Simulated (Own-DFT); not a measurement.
# Slab less bulk: wurtzite AlN, m plane (10-10)

Source: density functional calculations with Own-DFT, an unreviewed in-house program that is no longer used. Nothing was measured or relaxed, and spin and spin-orbit coupling are left out.

Caveats (not all hold for every row): some atoms lie very close together; k mesh not checked against a denser one.

Both sets of runs: PBE; PseudoDojo norm-conserving scalar-relativistic files; cutoff 42 hartree; Gaussian smearing of 0.01 eV. The slab has 128 atoms in 16 layers, two equal faces of 62.02 Å² as cut, 15 Å of vacuum, a dipole correction along the normal and a 6 x 3 x 1 mesh. The bulk cell has 72 atoms, the same measured lattice constants and a 4 x 4 x 3 mesh. In the slab only the 32 atoms nearest the faces were moved at random; u is their rms move along one axis. Energies are counted from -174.06 eV for each atom.

```
slab run   u (Å)  E (eV, cell)
       1  0.0506        20.108
       2  0.0509        21.874
       3  0.0519        21.554
       4  0.0523        20.883
       5  0.0561        22.743
       6  0.0570        21.578
       7  0.0922        25.939
       8  0.0947        24.926
       9  0.0962        27.078
      10  0.0976        29.244
      11  0.0983        28.170
      12  0.1066        26.423
```

```
bulk run   u (Å)  E (meV/atom)
       1  0.0186         -3.51
       2  0.0195         -3.63
       3  0.0195         -2.18
       4  0.0197         -2.70
       5  0.0215         -0.31
       6  0.0914        297.54
       7  0.0961        320.67
       8  0.0965        287.56
       9  0.0981        286.60
      10  0.1080        358.10
```

Q: what is the energy of the unrelaxed surface?

## Solution

Take each set to u = 0 with E = a + b u². Rows are weighted down as u grows, with residuals divided by u² + 0.0006 Å². Slab: a = 19.03 ± 0.51 eV. Bulk: a = -15.7 ± 0.9 meV/atom. The excess is 19.03 - 128 x (-0.0157) = 21.05 ± 0.53 eV. Over two faces that is 170 meV/Å², or 2.72 ± 0.07 J/m². Relaxing the faces would lower the energy, and the unlike meshes and the reach from the smallest u down to zero add errors that aren't counted here.
